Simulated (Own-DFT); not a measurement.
## Calculated data, SiC (2H silicon carbide, atoms displaced), GaP (zincblende, strained, atoms displaced)

Computed with Own-DFT development build. A calculation, not a measurement: plane-wave PBE density functional theory by an unreviewed code, no spin, of a simulated periodic cell, stress positive in tension, free energy of the whole cell less one offset for each atom, forces on such cells passed a denser k mesh, this cell's mesh not checked; offsets are fitted by least squares, one for each functional and potential file, so energies compare only between cells with the same atoms and settings and are not formation energies; the far tail of each file's local potential was reset to the Coulomb form; each entry is a single point on an unrelaxed cell, so the pressure reflects the starting lattice, mostly measured values (interpolated for alloys), from which strain is counted, and rises with the displacements; printed positions are rounded, which can move forces by about a meV/angstrom; the program, named Own-DFT, is a retired in-house code; no spin-orbit coupling.

Settings shared by all entries: functional PBE; potential files PseudoDojo norm-conserving, scalar-relativistic, standard set; wave cutoff 42 hartree; occupations Fermi-Dirac; smearing width 0.1 eV; hardware one NVIDIA H100.

(1) 
```xyz
32
Lattice="6.1654 0.0000 0.0000 -3.0827 5.3394 0.0000 0.0000 0.0000 10.0681" Properties=species:S:1:pos:R:3:force_x:R:1:force_y:R:1:force_z:R:1 formula=SiC k_mesh=5_x_5_x_3_centred_on_Gamma free_energy_of_cell_above_offsets=-4.625 pressure=3.84 stress_xx=-1.77 stress_yy=-3.87 stress_zz=-5.87 stress_yz=-1.06 stress_xz=0.29 stress_xy=0.62 wall_time=124.2
Si    -3.0735     5.3356    10.0300      -0.01     -0.288      1.373
Si    -0.0283     1.7912     2.5393      1.383     -0.585          0
C      0.0225     0.0193     1.9441     -0.697     -0.878     -1.181
C      0.0051     1.7640     4.4276     -0.094      0.391      0.353
Si     0.0602     0.0138     5.0885      -0.54     -0.728     -2.105
Si     0.0343     1.7777     7.5343     -1.487      0.303      0.596
C     -3.0777     5.3326     6.9139      0.306      0.395      0.892
C      0.0291     1.7667     9.4874     -0.868      0.213      -1.42
Si    -1.5223     2.6635     0.0352     -0.394       0.25     -0.876
Si    -1.5134     4.4018     2.4901     -0.498      2.309      0.483
C     -1.5093     2.6937     1.9213     -0.866     -1.159     -0.671
C     -1.4995     4.4265     4.3601     -0.122       0.35      1.354
Si     4.6100     2.6575     5.0431      0.524      0.554     -0.259
Si    -1.5349     4.4443     7.5582     -0.158      0.439     -0.104
C     -1.5714     2.7392     6.9235      0.401     -2.017      0.113
C     -1.5413     4.4480     9.4066      0.552      -0.13      1.085
Si     3.1253     0.0359    10.0434     -1.153      -0.47      0.282
Si     3.0993     1.7608     2.5231     -0.899      1.227      0.179
C      3.0726     0.0547     1.8740      0.569      -1.48     -0.041
C      3.0554     1.8003     4.4381       0.53     -0.491      -0.23
Si     3.0995     0.0232     5.0764     -0.189     -0.734     -1.297
Si     3.0401     1.7566     7.4977      0.975      1.089      1.218
C      0.0200     5.3296     6.9356     -0.817      0.324     -0.129
C      3.0351     1.7959     9.4534      1.654     -0.142     -0.916
Si     1.5436     2.6463    10.0168     -0.342      1.554      1.512
Si     1.5116     4.4248     2.5598       0.83      1.103      -0.59
C      1.5206     2.6941     1.8958      0.402     -0.538     -0.229
C      1.5529     4.4841     4.4378      0.176      -0.55      0.566
Si     1.5416     2.6549     5.0789     -0.593      1.123     -1.358
Si     1.5318     4.4720     7.5371      0.574     -0.186     -0.339
C      1.5181     2.6965     6.9229      0.379     -0.396      0.398
C      1.5297     4.4956     9.3650      0.471     -0.855      1.343
```

Units: free_energy_of_cell_above_offsets in eV; pressure, stress_xx, stress_yy, stress_zz, stress_yz, stress_xz, stress_xy in GPa; wall_time in s; force_x, force_y, force_z in eV/Å.

(2) 
```xyz
32
Lattice="6.1654 0.0000 0.0000 -3.0827 5.3394 0.0000 0.0000 0.0000 10.0681" Properties=species:S:1:pos:R:3:force_x:R:1:force_y:R:1:force_z:R:1 formula=SiC k_mesh=5_x_5_x_3_centred_on_Gamma free_energy_of_cell_above_offsets=6.879 pressure=12.76 stress_xx=-14.72 stress_yy=-15 stress_zz=-8.55 stress_yz=3.13 stress_xz=0.18 stress_xy=-1.48 wall_time=121.3
Si     0.0380     0.0656     0.1102     -0.896     -0.022       -5.1
Si     0.0087     1.6800     2.5592      0.807      1.743     -0.309
C      3.1030     5.2865     1.8076      -1.54      1.189      4.383
C      0.0379     1.5781     4.5157     -0.887      5.337     -2.239
Si     2.9824     5.3062     4.9956      0.069     -4.413       1.67
Si     0.0920     1.8249     7.3721     -4.223       1.04      4.267
C      6.0259     0.1521     6.9052       3.72     -1.889      -1.45
C      0.0908     1.7938     9.4027      -0.85      0.584      0.518
Si    -1.4180     2.7584     0.0320      -2.86     -4.212     -1.137
Si    -1.7064     4.3644     2.5247       3.65      0.691      0.697
C      4.4402     2.5851     1.9016      7.844      2.946     -1.063
C     -1.4756     4.6607     4.4011     -7.088     -6.291     -2.364
Si    -1.4541     2.6306     5.0813     -2.259      0.555     -1.299
Si    -1.7168     4.4555     7.4862      3.242       1.79      1.425
C      4.4422     2.7200     6.9203       4.04      0.939     -1.511
C     -1.6174     4.4066     9.4881     -0.135      1.432     -1.591
Si    -0.0527     5.0758     0.0387     -0.295      5.997     -0.584
Si     3.1555     1.7849     2.5307     -3.047     -4.823      0.869
C      2.9930     0.0146     1.8856      0.569     -2.381      0.396
C      3.0621     1.7185     4.3059      2.333      0.036       3.15
Si    -0.1652     5.3088     5.0715      8.119      2.747      2.929
Si     2.9643     2.0355     7.5418      5.484     -7.675      4.102
C      3.1984     0.0789     6.9812     -4.045      0.183     -1.157
C      3.1126     1.8647     9.4336       0.54     -0.619      0.202
Si     1.5845     2.7695     9.9732      1.477     -2.333      1.719
Si     1.5311     4.4369     2.3909     -1.095      -1.26      2.022
C      1.7549     2.6161     2.0338     -6.518      2.048     -3.102
C      1.5237     4.1658     4.5708     -0.726      9.982     -3.685
Si     1.5997     2.6163     4.9548      0.045     -6.509      2.504
Si     1.6332     4.5490     7.4932     -4.261     -1.178      2.798
C      1.5529     2.6691     7.1090     -3.456      4.669     -5.548
C      1.5109     4.5293     9.5064      2.243     -0.304     -1.514
```

Units: free_energy_of_cell_above_offsets in eV; pressure, stress_xx, stress_yy, stress_zz, stress_yz, stress_xz, stress_xy in GPa; wall_time in s; force_x, force_y, force_z in eV/Å.

(3) 
```xyz
64
Lattice="10.8620 0.0000 0.0000 0.0000 10.8620 0.0000 0.0000 0.0000 10.9439" Properties=species:S:1:pos:R:3:force_x:R:1:force_y:R:1:force_z:R:1 formula=GaP k_mesh=3_x_3_x_3_centred_on_Gamma free_energy_of_cell_above_offsets=-29.214 pressure=4.55 stress_xx=-4.59 stress_yy=-4.83 stress_zz=-4.24 stress_yz=1.22 stress_xz=0.43 stress_xy=0.45 wall_time=546.1
Ga    10.8487    10.8123     0.1199        1.2      0.528     -1.706
Ga    10.8104     2.6700     2.7035      1.703     -0.046      0.034
Ga     2.5852    10.8283     2.7249       0.29      0.722     -0.041
Ga     2.9209     2.5515    10.9132     -1.789      1.727      0.549
P      1.3470     1.3658     1.3006      0.367      0.281      0.549
P      1.2686     4.0892     4.0604      0.506       0.02      0.733
P      4.0168     1.3844     3.9939     -0.275     -1.585       1.19
P      4.1320     4.0353     1.3544     -0.268     -0.221     -0.028
Ga     0.0344     0.0155     5.5142     -0.582     -1.337     -0.176
Ga    10.8220     2.6573     8.3743      1.709       1.09     -1.729
Ga     2.7043    10.8243     8.2314      -0.11      0.238     -0.982
Ga     2.7351     2.6227     5.4022     -0.855      1.005      0.849
P      1.2865     1.3135     6.8146      1.177      0.775      1.125
P      1.4438     4.1167     9.5122     -1.422      -2.14      2.358
P      4.0607     1.2291     9.5987      1.082      0.682     -1.683
P      4.0346     3.9400     7.0534     -1.415       2.08     -2.923
Ga    10.7835     5.3653    10.9057        1.1     -1.133      0.887
Ga    10.8254     8.0360     2.7117      0.748      0.838     -0.347
Ga     2.7661     5.3623     2.7451      0.016      0.237      0.603
Ga     2.6166     8.1209     0.0689      0.332      0.126     -0.437
P      1.3477     6.6185     1.3775     -0.188      0.798     -0.017
P      1.3914     9.4790     4.0986     -1.255     -0.336      0.083
P      4.1134     6.8809     4.2137      -0.73      -0.41     -2.169
P      3.9682     9.6144     1.3648       0.72      -1.63      0.263
Ga    10.6604     5.4123     5.5439      1.447      0.646     -0.932
Ga     0.0661     8.1232     8.1006     -1.458      1.546      3.196
Ga     2.5899     5.4136     8.2618      1.847      1.227     -0.888
Ga     2.7146     8.1555     5.4260     -0.915       -0.2      1.303
P      1.1684     6.7375     7.0201      2.529     -1.628     -3.505
P      1.3985     9.5172     9.5263     -1.185     -0.622      1.013
P      4.0563     6.8412     9.5755     -0.574     -0.976      1.042
P      4.0260     9.4342     6.8583      0.587      0.769     -0.278
Ga     5.3389     0.1001     0.0962      1.557     -0.866     -0.043
Ga     5.3315     2.5948     2.7357      1.799      1.223     -0.643
Ga     8.0919    10.7561     2.7118      1.032      1.004      0.762
Ga     8.1995     2.9615     0.0470     -0.877     -2.278     -1.184
P      6.8732     1.3366     1.4280     -0.695      0.878     -0.856
P      6.7592     4.1022     4.0733     -0.642     -0.866      0.754
P      9.6824     1.3982     4.1236     -2.327     -1.211       0.27
P      9.5053     3.9483     1.4580      0.391      2.447      0.246
Ga     5.4551     0.0848     5.4702     -1.001     -1.196     -0.725
Ga     5.4221     2.7241     8.1341      1.294     -0.961       2.26
Ga     8.0740     0.0094     8.1791      1.337      0.833      0.593
Ga     8.1753     2.7466     5.4648     -0.228     -0.309      -0.09
P      6.7298     1.3102     6.8655      0.994      1.112     -0.602
P      6.8925     4.1932     9.5379     -1.575     -1.117      0.397
P      9.6516     1.4025     9.6694     -2.717     -1.107      0.762
P      9.5705     4.0117     6.8745     -1.404     -0.294      0.896
Ga     5.4417     5.4443     0.0598      0.179      0.234     -0.775
Ga     5.4923     8.1132     2.6515     -0.448      0.171     -0.028
Ga     8.1080     5.3849     2.7758      1.451     -0.044      0.728
Ga     8.3507     8.2056    10.7679     -2.148      1.129      1.481
P      6.9085     6.6520     1.4251     -0.749      2.053     -1.487
P      6.8068     9.4674     4.0695     -0.664      0.351      0.692
P      9.4893     6.9222     4.1665      -0.92     -1.239      0.148
P      9.5181     9.5876     1.3491     -0.388     -1.884      0.795
Ga     5.3742     5.5344     5.4116      0.564     -1.886       1.31
Ga     5.3771     8.1055     8.2709      0.573        0.8     -0.481
Ga     8.0691     5.4676     8.1120      1.581      0.134       0.24
Ga     8.1028     8.2387     5.5662     -0.046     -0.494     -0.073
P      6.7089     6.7799     6.8592      0.156      0.639     -0.438
P      6.7918     9.5997     9.4866     -0.814     -1.072      1.715
P      9.5354     6.7495     9.7247      0.287     -0.341     -3.091
P      9.4657     9.4410     7.0093      0.108      1.088     -1.473
```

Units: free_energy_of_cell_above_offsets in eV; pressure, stress_xx, stress_yy, stress_zz, stress_yz, stress_xz, stress_xy in GPa; wall_time in s; force_x, force_y, force_z in eV/Å.

(4) 
```xyz
64
Lattice="10.8620 0.0000 0.0000 0.0000 10.8620 0.0000 0.0000 0.0000 10.9361" Properties=species:S:1:pos:R:3:force_x:R:1:force_y:R:1:force_z:R:1 formula=GaP k_mesh=3_x_3_x_3_centred_on_Gamma free_energy_of_cell_above_offsets=-32.954 pressure=3.67 stress_xx=-3.86 stress_yy=-3.73 stress_zz=-3.43 stress_yz=0.6 stress_xz=0.26 stress_xy=0.4 wall_time=506.1
Ga     0.0034    10.8577    10.9342     -0.194     -0.065     -0.345
Ga    10.8180     2.6328     2.6957      0.486      0.744     -0.031
Ga     2.6329    10.8564     2.7022      1.005     -0.493      1.174
Ga     2.7033     2.7084    10.9207      0.063      0.293      -0.41
P      1.4216     1.3107     1.3199     -0.905      0.624      0.136
P      1.3132     4.1317     4.1282      0.967     -1.437     -1.258
P      4.0772     1.4392     4.1646      -0.26     -0.422     -0.993
P      4.0660     4.0926     1.3218      0.216     -0.277     -0.048
Ga    10.7893    10.8080     5.4329      0.942      1.476      0.534
Ga     0.0239     2.7086     8.2236      0.248      0.249      -0.57
Ga     2.7394     0.0926     8.1732      0.188     -1.686       0.03
Ga     2.6906     2.7507     5.4707     -0.083       0.18      0.349
P      1.4172     1.3049     6.8579      -1.17       0.88     -0.919
P      1.3271     4.1305     9.5793      0.226     -0.326      0.163
P      4.0176     1.3344     9.5281      1.058      0.288      1.022
P      4.1210     4.0561     6.9090     -0.539      0.374     -1.231
Ga     0.0322     5.5303     0.0222     -0.342     -0.964      0.093
Ga     0.0420     8.1520     2.6660     -0.542      0.498      1.137
Ga     2.7425     5.3754     2.6903     -0.127      0.419      0.879
Ga     2.6469     8.2103     0.0008      0.366     -0.508      0.215
P      1.3100     6.7503     1.4577      1.264      0.391     -0.884
P      1.2552     9.5337     4.2184      1.385     -0.772     -1.782
P      4.0438     6.8365     4.1236      0.161     -1.015      0.016
P      4.1272     9.4520     1.4087     -1.015     -0.081      0.217
Ga     0.0804     5.4326     5.4048      -1.28       1.03      1.098
Ga    10.8594     8.1882     8.1773     -0.276     -0.382      0.405
Ga     2.7345     5.3635     8.1852     -0.449      0.981      0.001
Ga     2.6852     8.1472     5.5108      0.863      1.097     -0.914
P      1.3929     6.9162     6.7720      -0.86     -2.095      1.278
P      1.3617     9.5437     9.5252     -0.056      0.116      0.121
P      4.0496     6.7867     9.5424     -0.319      0.209      0.141
P      4.0913     9.4216     6.8853      0.093      1.186     -0.438
Ga     5.4094    10.8034     0.0751     -0.795     -0.365     -1.609
Ga     5.4306     2.8295     2.7602     -0.509     -1.314     -0.703
Ga     8.1586    10.8087     2.6989      0.087      0.179      0.321
Ga     8.1011     2.6844    10.9051      0.293      0.002      0.901
P      6.6825     1.2606     1.2911      1.344      1.576      1.466
P      6.7883     4.0223     4.1009     -0.117      1.213      0.322
P      9.5762     1.3681     4.1738     -1.392     -0.048     -0.999
P      9.4912     4.1015     1.3557     -0.018     -0.542     -0.024
Ga     5.4433     0.1086     5.5053     -0.207     -1.397      -0.23
Ga     5.3737     2.6911     8.1630      1.161     -0.291      1.011
Ga     8.1699     0.0820     8.1735      0.429     -0.414      0.744
Ga     8.0662     2.7034     5.4326      1.396      0.119      0.206
P      6.8557     1.3737     6.8159     -0.886      0.196      0.479
P      6.8395     4.0723     9.6181     -1.297     -0.067       -0.8
P      9.5424     1.4575     9.5909     -0.305     -1.047      0.048
P      9.5087     4.0419     6.8132     -0.039      0.403     -0.202
Ga     5.3898     5.4607    10.8807      0.357     -0.121      0.128
Ga     5.4574     8.0246     2.7214      -0.17      0.755      0.478
Ga     8.1005     5.3986     2.7500      0.681       0.43     -0.014
Ga     8.0151     8.1445     0.0052      1.264      0.034     -0.604
P      6.7812     6.7851     1.3459     -0.232     -0.916      0.152
P      6.7879     9.4379     4.0953     -0.316      0.705      0.085
P      9.5248     6.8387     4.0730     -0.366     -0.542      0.171
P      9.5324     9.4435     1.3218     -0.406      0.399     -0.162
Ga     5.4824     5.4467     5.5589     -0.542     -0.026     -0.689
Ga     5.4665     8.0527     8.1655     -0.646      0.905      0.872
Ga     8.1054     5.4182     8.2078      0.601     -0.413      -0.28
Ga     8.0841     8.0848     5.4879      1.415      1.183     -0.452
P      6.8165     6.8476     6.8576      0.232     -1.321      0.111
P      6.7649     9.5090     9.5324      0.025      0.248     -0.188
P      9.4882     6.6746     9.5908     -0.264      1.758     -0.457
P      9.5952     9.6417     6.8371     -1.892     -1.792      0.733
```

Units: free_energy_of_cell_above_offsets in eV; pressure, stress_xx, stress_yy, stress_zz, stress_yz, stress_xz, stress_xy in GPa; wall_time in s; force_x, force_y, force_z in eV/Å.
